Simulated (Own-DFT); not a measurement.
# Computed records: GaP (zincblende, atoms displaced)

All values are calculated (Own-DFT development build). A calculation, not a measurement: plane-wave PBE density functional theory by an unreviewed code, no spin, of a simulated periodic cell, stress positive in tension, free energy of the whole cell less one offset for each atom, forces on such cells passed a denser k mesh, this cell's mesh not checked; offsets are fitted by least squares, one for each functional and potential file, so energies compare only between cells with the same atoms and settings and are not formation energies; the far tail of each file's local potential was reset to the Coulomb form; each entry is a single point on an unrelaxed cell, so the pressure reflects the starting lattice, mostly measured values (interpolated for alloys), from which strain is counted, and rises with the displacements; printed positions are rounded, which can move forces by about a meV/angstrom; the program, named Own-DFT, is a retired in-house code; no spin-orbit coupling; before rounding, a Quantum ESPRESSO 7.3.1 run of the same cell and cutoff gave forces within 1 meV/angstrom rms on each cell, which checks the program and not the settings.

Common to all runs: functional PBE; potential files PseudoDojo norm-conserving, scalar-relativistic, standard set; wave cutoff 42 hartree; occupations Fermi-Dirac; smearing width 0.1 eV; k mesh 2 x 3 x 3 centred on Gamma.

(1) GaP (zincblende, atoms displaced)

```xyz
96
Lattice="16.3515 0.0000 0.0000 0.0000 10.9010 0.0000 0.0000 0.0000 10.9010" Properties=species:S:1:pos:R:3 GaP
Ga    16.2433     0.0187     0.0377
Ga     0.0034     2.7014     2.7531
Ga     2.7072     0.0126     2.7826
Ga     2.6626     2.6581     0.0800
P      1.2977     1.3925     1.3178
P      1.3095     4.0107     4.0766
P      4.0096     1.2907     4.0955
P      4.0647     4.0591     1.2887
Ga    16.3119    10.8851     5.3767
Ga     0.0288     2.7699     8.2088
Ga     2.7330    10.8270     8.1800
Ga     2.7458     2.7430     5.4124
P      1.4339     1.3703     6.7054
P      1.3412     4.1082     9.5332
P      4.0860     1.3679     9.6350
P      4.1315     4.1489     6.9004
Ga     0.0182     5.4693    10.8738
Ga    16.2857     8.2169     2.8355
Ga     2.7153     5.5063     2.6862
Ga     2.7260     8.0884    10.8703
P      1.2888     6.8264     1.2762
P      1.3847     9.5318     4.1468
P      4.0758     6.8539     4.1409
P      4.0702     9.5511     1.2966
Ga    16.3310     5.3639     5.4705
Ga     0.0443     8.0935     8.1254
Ga     2.7322     5.5030     8.2411
Ga     2.7627     8.2311     5.5121
P      1.2985     6.8113     6.9219
P      1.2947     9.5676     9.6555
P      4.0096     6.8264     9.5319
P      4.1271     9.5172     6.8540
Ga     5.4433     0.0042    10.8741
Ga     5.4404     2.8092     2.7678
Ga     8.2140    10.8714     2.7132
Ga     8.1788     2.6876     0.0237
P      6.8599     1.3492     1.3587
P      6.8350     4.0064     4.1282
P      9.4369     1.3806     4.0251
P      9.5482     4.1323     1.3345
Ga     5.4403    10.8188     5.4546
Ga     5.4408     2.6650     8.1426
Ga     8.1313     0.0569     8.2179
Ga     8.1944     2.6795     5.4130
P      6.7728     1.3428     6.7722
P      6.8666     4.1505     9.6795
P      9.5575     1.3178     9.4835
P      9.5808     4.0537     6.8339
Ga     5.5022     5.4448    10.8516
Ga     5.5226     8.0869     2.7620
Ga     8.1143     5.4768     2.6655
Ga     8.1093     8.1229     0.0112
P      6.8070     6.7914     1.4270
P      6.7575     9.6202     4.0974
P      9.5399     6.8851     4.1309
P      9.6092     9.4786     1.4152
Ga     5.4867     5.5016     5.3434
Ga     5.4886     8.1810     8.1588
Ga     8.1572     5.4848     8.1352
Ga     8.0905     8.1855     5.4840
P      6.7924     6.7993     6.8818
P      6.8448     9.6105     9.4918
P      9.5649     6.8343     9.4013
P      9.5758     9.6066     6.9652
Ga    10.8935    10.8423    10.8938
Ga    10.8930     2.7316     2.7644
Ga    13.6157    10.8396     2.6739
Ga    13.7231     2.7447     0.0933
P     12.2708     1.3161     1.4061
P     12.3057     4.1276     4.1306
P     15.0335     1.3901     4.1223
P     15.0386     4.1514     1.3052
Ga    10.9807    10.8070     5.5190
Ga    10.9356     2.6858     8.1821
Ga    13.6904     0.0684     8.1320
Ga    13.5521     2.7461     5.4361
P     12.3175     1.3493     6.8672
P     12.3110     4.0175     9.5233
P     15.0095     1.3534     9.5657
P     15.0334     4.1260     6.8660
Ga    10.9030     5.3817    10.8836
Ga    10.8814     8.2647     2.7917
Ga    13.4499     5.3929     2.7165
Ga    13.4811     8.1506     0.0241
P     12.3474     6.7914     1.3768
P     12.2552     9.5323     4.1483
P     14.9475     6.6903     4.0696
P     14.9321     9.5531     1.3393
Ga    10.9128     5.4442     5.5049
Ga    10.8882     8.1893     8.1336
Ga    13.5916     5.4104     8.1345
Ga    13.6571     8.1759     5.4067
P     12.2656     6.7771     6.8088
P     12.2995     9.5010     9.5880
P     15.0070     6.7440     9.5654
P     15.0310     9.5270     6.8167
```

* free energy of cell above offsets: -49.637 eV
* pressure: 3.31 GPa
* stress xx: -3.32 GPa
* stress yy: -3.36 GPa
* stress zz: -3.24 GPa
* stress yz: 0.31 GPa
* stress xz: 0.21 GPa
* stress xy: 0.44 GPa

Force:
| element | x (eV/Å) | y (eV/Å) | z (eV/Å) |
| --- | --- | --- | --- |
| Ga | 0.601 | -0.1 | -0.029 |
| Ga | -0.491 | 0.241 | -0.78 |
| Ga | -0.461 | -0.47 | -1.333 |
| Ga | 0.245 | 0.803 | -1.091 |
| P | -0.132 | -1.022 | 1.193 |
| P | 0.967 | 1.209 | 0.052 |
| P | 1.393 | 0.937 | 0.223 |
| P | 0.284 | 0.64 | 0.769 |
| Ga | 0.547 | 0.176 | 0.946 |
| Ga | 0.187 | -0.873 | -0.522 |
| Ga | -0.491 | 0.797 | 0.535 |
| Ga | 0.394 | 0.431 | 0.47 |
| P | -0.778 | -0.417 | 1.2 |
| P | 0.79 | -0.274 | 0.514 |
| P | -0.323 | 0 | -1.164 |
| P | -0.242 | -0.07 | -1.129 |
| Ga | -0.052 | -0.317 | -0.241 |
| Ga | 0.147 | -0.477 | -0.807 |
| Ga | -0.347 | -0.43 | -0.018 |
| Ga | -0.526 | 1.254 | 0.556 |
| P | 0.385 | 0.431 | 1.465 |
| P | -0.146 | -0.176 | -0.466 |
| P | -0.279 | -0.168 | -0.643 |
| P | 0.206 | -0.653 | 0.919 |
| Ga | 0.428 | 0.669 | -0.184 |
| Ga | -1.265 | 1.486 | 1.891 |
| Ga | -0.467 | -0.799 | -0.567 |
| Ga | -0.65 | -0.67 | 0.368 |
| P | 1.618 | -0.969 | -2.163 |
| P | 0.381 | -0.615 | -1.113 |
| P | 1.887 | 0.075 | 0.032 |
| P | -0.048 | 0.055 | 0.005 |
| Ga | 0.331 | -0.022 | 0.437 |
| Ga | -0.44 | -1.195 | -0.581 |
| Ga | -0.4 | -0.118 | -0.382 |
| Ga | 0.637 | 0.056 | -0.134 |
| P | -0.689 | -0.075 | 0.374 |
| P | 0.038 | 1.305 | -0.421 |
| P | 1.643 | -0.62 | 0.787 |
| P | -0.163 | -0.593 | 0.586 |
| Ga | -0.707 | 1.002 | 0.182 |
| Ga | 0.035 | 0.617 | 0.997 |
| Ga | 0.3 | 0.18 | -0.734 |
| Ga | 0.086 | 0.167 | 0.953 |
| P | 0.362 | -0.002 | 0.069 |
| P | 0.325 | -1.027 | -2.044 |
| P | -0.044 | 0.569 | 0.935 |
| P | -0.625 | -0.125 | -0.237 |
| Ga | -1.266 | 0.601 | 0.7 |
| Ga | -1.097 | 1.416 | -0.053 |
| Ga | 1.189 | -0.693 | 1.219 |
| Ga | 0.886 | 0.388 | -0.449 |
| P | -0.483 | 0.125 | -1.199 |
| P | 0.9 | -1.181 | -0.468 |
| P | -0.406 | -0.782 | -0.117 |
| P | -1.225 | 0.419 | -0.975 |
| Ga | -0.108 | -0.631 | 1.176 |
| Ga | -0.375 | -0.019 | 0.775 |
| Ga | 0.41 | -0.877 | 0.566 |
| Ga | 0.656 | 0.588 | 0.318 |
| P | -0.15 | 0.016 | -1.17 |
| P | -0.584 | -1.037 | 0.865 |
| P | -0.336 | -0.395 | 1.596 |
| P | -0.9 | -0.189 | -1.493 |
| Ga | 0.152 | 0.328 | 0.079 |
| Ga | 0.061 | 0.126 | -0.263 |
| Ga | 0.117 | 0.623 | 1.074 |
| Ga | -0.685 | -0.502 | -0.542 |
| P | -0.342 | 0.67 | -0.423 |
| P | -1.49 | -0.757 | 0.061 |
| P | -1.325 | -0.243 | -0.637 |
| P | -0.336 | -0.287 | 1.485 |
| Ga | -0.995 | 1.139 | 0.068 |
| Ga | -0.068 | 0.116 | 0.157 |
| Ga | 0.216 | -1.021 | 0.824 |
| Ga | 1.341 | -0.232 | 0.677 |
| P | -0.587 | 0.253 | -0.913 |
| P | -0.134 | 0.081 | 0.445 |
| P | -0.182 | 0.619 | -0.417 |
| P | -0.882 | -1 | -0.389 |
| Ga | 0.374 | 0.85 | -0.611 |
| Ga | 0.777 | -1.307 | 0.032 |
| Ga | 2.161 | 0.097 | -0.45 |
| Ga | 2.034 | -0.224 | -0.381 |
| P | -2.317 | 0.165 | 0.216 |
| P | 0.656 | 0.025 | -0.638 |
| P | 0.051 | 0.511 | 0.078 |
| P | 0.188 | -0.95 | 0.34 |
| Ga | -0.416 | 0.223 | -0.41 |
| Ga | 0.99 | -0.055 | 0.397 |
| Ga | 0.4 | 0.339 | 0.696 |
| Ga | 0.166 | -0.512 | 0.51 |
| P | 0.179 | 0.788 | -0.017 |
| P | -0.442 | 0.704 | -1.296 |
| P | -0.986 | 0.95 | -0.561 |
| P | -0.242 | -0.089 | -0.158 |

(2) GaP (zincblende, atoms displaced)

```xyz
96
Lattice="16.3515 0.0000 0.0000 0.0000 10.9010 0.0000 0.0000 0.0000 10.9010" Properties=species:S:1:pos:R:3 GaP
Ga    16.2440     0.0276     0.0567
Ga    16.2166     2.6654     2.7362
Ga     2.7680     0.0353     2.7759
Ga     2.6793     2.7146    10.7778
P      1.4179     1.3755     1.4583
P      1.3837     4.0719     4.1487
P      4.1733     1.4096     4.1417
P      4.0851     4.0976     1.3393
Ga     0.0436    10.9005     5.5131
Ga     0.0546     2.6478     8.1914
Ga     2.7231     0.0098     8.2010
Ga     2.8115     2.7778     5.4352
P      1.4533     1.3151     6.8060
P      1.3920     4.0471     9.5255
P      4.2096     1.3500     9.4674
P      3.9700     4.0249     6.7904
Ga    16.3446     5.4650     0.0572
Ga    16.3136     8.1938     2.6810
Ga     2.7337     5.4392     2.7142
Ga     2.8137     8.1691    10.7894
P      1.3641     6.8295     1.3350
P      1.3978     9.5117     4.0199
P      4.0503     6.7874     4.1128
P      4.1237     9.5368     1.4803
Ga    16.3411     5.5007     5.5363
Ga     0.0295     8.1823     8.1724
Ga     2.7816     5.4072     8.1345
Ga     2.7320     8.1809     5.4245
P      1.3195     6.8190     6.7450
P      1.4072     9.5478     9.5546
P      4.1105     6.7929     9.5581
P      4.1489     9.5309     6.8287
Ga     5.4470     0.0228    10.8758
Ga     5.4757     2.6845     2.7210
Ga     8.1763    10.8411     2.7795
Ga     8.2276     2.7328    10.7835
P      6.7829     1.4460     1.3875
P      6.8110     4.0880     4.1447
P      9.5611     1.3203     4.0031
P      9.6098     4.1240     1.3637
Ga     5.4325    10.8808     5.3791
Ga     5.3889     2.7014     8.1883
Ga     8.1361     0.0266     8.2175
Ga     8.0719     2.7407     5.4808
P      6.8298     1.2843     6.8148
P      6.7150     4.1296     9.5731
P      9.5842     1.3319     9.5321
P      9.5639     4.0609     6.9052
Ga     5.4204     5.4881     0.0183
Ga     5.5104     8.1842     2.6612
Ga     8.1669     5.5005     2.6844
Ga     8.1253     8.2589    10.8969
P      6.7947     6.8735     1.2948
P      6.8046     9.5712     4.0633
P      9.5035     6.7998     4.1174
P      9.5689     9.5174     1.4305
Ga     5.4896     5.3914     5.5032
Ga     5.3646     8.2373     8.2253
Ga     8.1788     5.4977     8.1713
Ga     8.0887     8.1504     5.5227
P      6.8885     6.7518     6.7609
P      6.7791     9.5666     9.5537
P      9.6027     6.8002     9.5303
P      9.6098     9.5737     6.7760
Ga    10.8278     0.1179    10.8588
Ga    10.8442     2.6685     2.7113
Ga    13.6190    10.8469     2.7261
Ga    13.6864     2.7228     0.0069
P     12.2478     1.3556     1.3798
P     12.2521     4.0877     4.0112
P     15.0346     1.3404     4.0487
P     15.0128     4.1400     1.4013
Ga    10.8265     0.0555     5.4614
Ga    10.8986     2.7153     8.3416
Ga    13.5548    10.8796     8.1942
Ga    13.6323     2.7336     5.4080
P     12.1080     1.3792     6.8221
P     12.2693     4.0864     9.4915
P     15.0607     1.4091     9.5567
P     15.0877     4.0608     6.8540
Ga    10.9105     5.3999    10.8816
Ga    10.9030     8.1015     2.7531
Ga    13.6008     5.4132     2.6462
Ga    13.6760     8.1616     0.0046
P     12.2368     6.8085     1.3812
P     12.2661     9.5984     4.1053
P     14.9342     6.7869     4.1389
P     14.9264     9.5918     1.2520
Ga    10.9137     5.4183     5.3559
Ga    10.8770     8.2105     8.1589
Ga    13.6170     5.4528     8.2225
Ga    13.5228     8.1592     5.4117
P     12.3496     6.8638     6.7679
P     12.2037     9.5160     9.6163
P     15.0327     6.8199     9.5756
P     14.9402     9.5693     6.8299
```

* free energy of cell above offsets: -50.039 eV
* pressure: 3.24 GPa
* stress xx: -3.13 GPa
* stress yy: -3.37 GPa
* stress zz: -3.22 GPa
* stress yz: 0.74 GPa
* stress xz: 0.14 GPa
* stress xy: 0.05 GPa

Force:
| element | x (eV/Å) | y (eV/Å) | z (eV/Å) |
| --- | --- | --- | --- |
| Ga | 1.906 | 0.389 | -0.358 |
| Ga | 1.808 | 1.07 | -0.182 |
| Ga | 0.131 | -0.004 | 0.21 |
| Ga | 1.011 | -0.629 | 1.17 |
| P | -0.652 | 0.117 | -1.047 |
| P | -0.787 | 0.176 | -0.657 |
| P | -0.756 | -0.193 | -0.487 |
| P | -0.152 | -0.47 | 0.068 |
| Ga | -0.077 | -0.423 | -0.57 |
| Ga | 0.411 | 0.357 | -0.494 |
| Ga | 0.585 | -0.335 | -0.094 |
| Ga | -1.408 | -1.178 | -0.7 |
| P | -0.184 | 0.684 | -0.203 |
| P | -0.742 | 1.026 | -0.328 |
| P | -1.851 | -0.484 | 0.992 |
| P | 2.27 | 0.852 | 0.85 |
| Ga | 0.568 | -0.211 | -0.477 |
| Ga | -0.221 | -0.223 | 0.086 |
| Ga | -0.385 | -0.098 | 0.129 |
| Ga | -0.667 | 0.486 | 1.499 |
| P | 0.435 | 0.224 | 0.044 |
| P | -0.488 | 0.398 | 0.665 |
| P | 1.11 | 0.032 | -0.26 |
| P | -0.41 | 0.355 | -1.657 |
| Ga | -0.186 | -0.855 | -1.106 |
| Ga | -0.137 | 0.265 | -0.111 |
| Ga | -1.015 | 0.714 | 0.322 |
| Ga | 0.036 | 0.078 | 0.2 |
| P | 1.13 | 0.494 | 1.235 |
| P | -0.633 | 0.245 | 0.167 |
| P | -0.003 | -0.291 | -0.94 |
| P | -1.05 | 0.344 | -0.591 |
| Ga | 0.031 | -0.015 | 1.179 |
| Ga | -0.342 | 1.174 | 0.202 |
| Ga | -0.031 | 0.643 | -0.982 |
| Ga | -0.561 | 0.487 | 1.104 |
| P | 1.256 | -1.153 | -0.858 |
| P | -0.058 | 0.146 | -1.195 |
| P | -1.057 | 0.571 | 1.117 |
| P | -1.09 | -0.517 | -0.175 |
| Ga | 0.399 | -0.148 | 0.833 |
| Ga | 1.084 | 0.786 | -1.023 |
| Ga | 0.671 | -0.616 | -0.47 |
| Ga | 1.458 | -0.415 | 0.19 |
| P | -0.71 | 0.682 | -0.069 |
| P | 0.872 | -0.214 | -0.823 |
| P | -1.524 | 0.416 | -0.403 |
| P | -0.144 | -0.005 | -0.68 |
| Ga | 0.086 | -0.325 | 0.444 |
| Ga | -0.428 | -0.42 | 1.17 |
| Ga | -0.084 | -0.302 | 0.135 |
| Ga | 1.139 | -0.391 | -0.053 |
| P | 0.361 | -0.623 | 0.265 |
| P | -0.026 | -0.957 | 0.52 |
| P | -0.161 | 0.312 | -0.058 |
| P | -0.262 | 0.299 | -0.781 |
| Ga | -0.927 | 0.316 | -0.254 |
| Ga | 1.154 | -0.941 | -0.383 |
| Ga | 0.243 | -0.643 | 0.499 |
| Ga | 1.09 | 1.007 | -0.911 |
| P | -1.607 | 0.453 | 1.33 |
| P | 0.193 | -0.047 | -0.249 |
| P | -0.864 | 0.472 | 0.225 |
| P | -1.583 | -0.471 | 0.582 |
| Ga | 1.058 | -1.67 | 1.522 |
| Ga | 0.661 | 0.532 | -0.168 |
| Ga | 0.034 | 0.506 | -0.128 |
| Ga | -0.424 | 0.284 | 0.205 |
| P | 0.376 | 0.171 | -0.384 |
| P | 0.08 | -0.56 | 0.179 |
| P | -1.042 | -0.862 | 1.065 |
| P | -0.133 | -0.754 | -0.548 |
| Ga | 0.55 | -0.098 | -0.659 |
| Ga | -0.019 | 0.242 | -1.614 |
| Ga | -0.077 | 0.401 | 0.111 |
| Ga | -0.12 | -0.06 | 0.474 |
| P | 1.47 | 0.378 | 0.251 |
| P | 0.546 | -0.022 | 1.128 |
| P | -1.019 | -0.6 | -0.345 |
| P | -1.044 | -0.114 | 0.048 |
| Ga | 0.396 | 0.557 | -0.016 |
| Ga | 0.044 | 0.598 | 0.376 |
| Ga | -0.024 | 0.665 | 0.813 |
| Ga | -0.95 | -0.285 | -0.164 |
| P | 0.46 | -0.056 | -0.666 |
| P | -0.685 | -0.485 | -0.081 |
| P | 0.239 | 0.172 | -0.834 |
| P | 0.139 | -0.77 | 1.533 |
| Ga | 0.006 | 0.067 | 1.139 |
| Ga | 0.636 | -0.357 | -0.082 |
| Ga | 0.651 | 0.216 | -0.77 |
| Ga | 1.258 | 0.896 | -0.216 |
| P | -1.474 | -1.117 | 0.902 |
| P | 0.233 | 0.271 | -0.311 |
| P | -0.213 | -0.204 | -0.371 |
| P | 0.208 | -0.415 | -0.192 |

(3) GaP (zincblende, atoms displaced)

```xyz
96
Lattice="16.3515 0.0000 0.0000 0.0000 10.9010 0.0000 0.0000 0.0000 10.9010" Properties=species:S:1:pos:R:3 GaP
Ga    16.3240     0.0116    10.8995
Ga    16.3310     2.7595     2.7678
Ga     2.7537    10.8825     2.6226
Ga     2.6975     2.7567     0.0397
P      1.3894     1.3515     1.4327
P      1.4390     4.0787     4.0920
P      4.0434     1.3459     4.0637
P      4.1121     4.1846     1.4234
Ga    16.3466     0.0116     5.4464
Ga     0.0822     2.7661     8.1570
Ga     2.8077     0.0153     8.1917
Ga     2.6961     2.6265     5.4571
P      1.4005     1.3643     6.8463
P      1.3682     4.1231     9.5165
P      4.0491     1.4623     9.5103
P      4.1393     4.0625     6.8247
Ga    16.2569     5.4867    10.8785
Ga     0.0270     8.1929     2.7066
Ga     2.6324     5.3051     2.6791
Ga     2.6790     8.1740     0.0308
P      1.2404     6.6552     1.3375
P      1.3885     9.4410     4.0532
P      4.0762     6.9033     4.0575
P      4.0227     9.5188     1.3840
Ga     0.0371     5.5028     5.4482
Ga     0.0116     8.1506     8.1479
Ga     2.7490     5.3701     8.1853
Ga     2.7588     8.1437     5.4386
P      1.3221     6.7668     6.7188
P      1.3825     9.5564     9.5906
P      4.1939     6.8578     9.5127
P      4.0349     9.4582     6.8158
Ga     5.4586     0.0185    10.8738
Ga     5.3853     2.7091     2.6807
Ga     8.1896    10.8488     2.7013
Ga     8.2088     2.8338     0.0975
P      6.7585     1.3013     1.3633
P      6.8506     4.0530     4.0050
P      9.4764     1.3339     4.0604
P      9.5722     4.0822     1.3432
Ga     5.5151     0.0037     5.4388
Ga     5.4483     2.7734     8.2060
Ga     8.2052    10.8981     8.1313
Ga     8.2075     2.6996     5.4530
P      6.8308     1.3856     6.7834
P      6.8303     4.1260     9.5489
P      9.4875     1.3714     9.5215
P      9.5763     4.1243     6.7692
Ga     5.3893     5.4894    10.8282
Ga     5.4169     8.0980     2.6767
Ga     8.1184     5.4079     2.7219
Ga     8.2067     8.2508     0.0112
P      6.7797     6.9232     1.4266
P      6.8828     9.5602     4.0752
P      9.6390     6.8623     4.0009
P      9.5236     9.5320     1.3458
Ga     5.4516     5.4782     5.4521
Ga     5.3864     8.1545     8.1537
Ga     8.2265     5.4254     8.2839
Ga     8.2220     8.0970     5.3968
P      6.7985     6.8252     6.8082
P      6.8175     9.5751     9.5219
P      9.4472     6.8086     9.5884
P      9.5169     9.5803     6.8776
Ga    10.8172     0.0285    10.8588
Ga    10.9818     2.6952     2.6914
Ga    13.6443     0.0449     2.7094
Ga    13.5981     2.7528    10.8795
P     12.1808     1.4349     1.3286
P     12.2313     4.0009     4.0821
P     14.9906     1.3410     4.0832
P     14.9430     4.1066     1.3162
Ga    11.0109     0.1129     5.4170
Ga    10.8324     2.7560     8.1164
Ga    13.6308    10.8769     8.1267
Ga    13.6752     2.7047     5.5289
P     12.2163     1.3629     6.8556
P     12.3516     4.0825     9.5368
P     15.0994     1.2803     9.5237
P     15.0294     4.0997     6.7972
Ga    10.9920     5.4442    10.8888
Ga    10.9113     8.1593     2.7616
Ga    13.6276     5.4079     2.7170
Ga    13.5912     8.1270    10.8787
P     12.2510     6.7638     1.3941
P     12.3050     9.5025     4.1432
P     14.9661     6.7900     4.0989
P     15.0210     9.5299     1.3209
Ga    10.8384     5.4509     5.5673
Ga    10.8944     8.1488     8.2293
Ga    13.6057     5.4872     8.0801
Ga    13.7022     8.2204     5.4098
P     12.3201     6.8443     6.8698
P     12.3478     9.6223     9.4768
P     15.0272     6.7173     9.6143
P     14.9442     9.5176     6.8652
```

* free energy of cell above offsets: -49.886 eV
* pressure: 3.3 GPa
* stress xx: -3.26 GPa
* stress yy: -3.26 GPa
* stress zz: -3.38 GPa
* stress yz: 0.04 GPa
* stress xz: 0.02 GPa
* stress xy: 0.1 GPa

Force:
| element | x (eV/Å) | y (eV/Å) | z (eV/Å) |
| --- | --- | --- | --- |
| Ga | 0.941 | -0.29 | 0.605 |
| Ga | 0.112 | 0.02 | -0.334 |
| Ga | -0.435 | -0.095 | 1.396 |
| Ga | 0.076 | 0.231 | 0.168 |
| P | -0.829 | 0.501 | -0.781 |
| P | -1.218 | -0.53 | 0.905 |
| P | 0.458 | -0.337 | 0.096 |
| P | 0.103 | -0.877 | -1.293 |
| Ga | 0.372 | -0.631 | 0.079 |
| Ga | -0.545 | -0.33 | 0.2 |
| Ga | -0.535 | -0.361 | 0.065 |
| Ga | 0.63 | 0.719 | 0.023 |
| P | -0.43 | -0.623 | -0.158 |
| P | -0.265 | -0.091 | 0.881 |
| P | 0.512 | -0.543 | 0.647 |
| P | -0.574 | 0.038 | -0.72 |
| Ga | 0.952 | -1.769 | 0.323 |
| Ga | -0.481 | -0.678 | -0.131 |
| Ga | 0.563 | 1.867 | 0.269 |
| Ga | 0.037 | -0.76 | -0.035 |
| P | 1.199 | 1.333 | 0.484 |
| P | 0.088 | 1.242 | 0.374 |
| P | -0.31 | -1.805 | -0.025 |
| P | 1.118 | -0.257 | -0.849 |
| Ga | -0.669 | -1.059 | -0.905 |
| Ga | 0.149 | -0.113 | 0.64 |
| Ga | 0.255 | 1.012 | -0.388 |
| Ga | -0.668 | -0.01 | -0.041 |
| P | 1.265 | 0.713 | 1.504 |
| P | -0.12 | -0.096 | -0.789 |
| P | -2.215 | -0.361 | 0.253 |
| P | 0.639 | 1.154 | -0.179 |
| Ga | -0.722 | -0.243 | -0.224 |
| Ga | 0.448 | -0.185 | 0.331 |
| Ga | -0.322 | 0.411 | -0.067 |
| Ga | -0.871 | -1.319 | -0.813 |
| P | 0.661 | 0.828 | 0.088 |
| P | -0.772 | -0.237 | 1.13 |
| P | 1.12 | 0.253 | -0.182 |
| P | 0.576 | 0.771 | 0.769 |
| Ga | -0.565 | -0.281 | -0.125 |
| Ga | 0.619 | -0.32 | -0.239 |
| Ga | -0.747 | 0.395 | 0.46 |
| Ga | -0.249 | 0.387 | -0.385 |
| P | -0.261 | 0.113 | 0.686 |
| P | -0.233 | -0.476 | 0.515 |
| P | -0.171 | 0.737 | 0.03 |
| P | -1.515 | -0.608 | 0.979 |
| Ga | 1.061 | 0.01 | 1.031 |
| Ga | -0.157 | 1.792 | 0.949 |
| Ga | 0.823 | 0.877 | -0.525 |
| Ga | -1.016 | -0.374 | -0.033 |
| P | 0.966 | -1.526 | -1.544 |
| P | -0.793 | -0.878 | -0.005 |
| P | -1.293 | -1.672 | 1.264 |
| P | 0.961 | 0.141 | 0.303 |
| Ga | 0.051 | -0.144 | -0.573 |
| Ga | 1.304 | 0.718 | -0.272 |
| Ga | -0.61 | 0.21 | -1.377 |
| Ga | -0.033 | 0.772 | 0.46 |
| P | 0.648 | -0.37 | 0.233 |
| P | -0.24 | -0.299 | -0.308 |
| P | 1.499 | 0.169 | 0.317 |
| P | 1.075 | -0.843 | -1.327 |
| Ga | 0.736 | -0.2 | -0.033 |
| Ga | -1.598 | 0.339 | 0.748 |
| Ga | -0.434 | -0.493 | -0.406 |
| Ga | 0.757 | -0.983 | -0.026 |
| P | 1.134 | -1.399 | -0.575 |
| P | 0.5 | 0.902 | 0.87 |
| P | -0.001 | 0.401 | 0.314 |
| P | 0.499 | -0.577 | 0.464 |
| Ga | -1.288 | -1.097 | -0.077 |
| Ga | 0.564 | -0.133 | 1.035 |
| Ga | 0.34 | 0.937 | 0.202 |
| Ga | -0.48 | -0.055 | -0.544 |
| P | 0.972 | 0.564 | 0.094 |
| P | -0.992 | 0.252 | -1.091 |
| P | -1.277 | 1.411 | -0.605 |
| P | 0.12 | 0.08 | 0.097 |
| Ga | -0.788 | -0.115 | -0.239 |
| Ga | 0.809 | 0.974 | -0.944 |
| Ga | -0.293 | -0.072 | 0.529 |
| Ga | 0.228 | 0.331 | 0.077 |
| P | 0.213 | 0.69 | -0.042 |
| P | -0.274 | 0.786 | -0.871 |
| P | 0.319 | 0.096 | -0.53 |
| P | -0.645 | -0.1 | 0.365 |
| Ga | 1.576 | 1.005 | -1.648 |
| Ga | -0.139 | 0.537 | -0.009 |
| Ga | 0.917 | -0.684 | 1.138 |
| Ga | -0.275 | -0.638 | 0.571 |
| P | -0.886 | 0.482 | -1.072 |
| P | -1.246 | -1.071 | 1.202 |
| P | -1.415 | 1.702 | -2.095 |
| P | 0.932 | 0.107 | -0.729 |
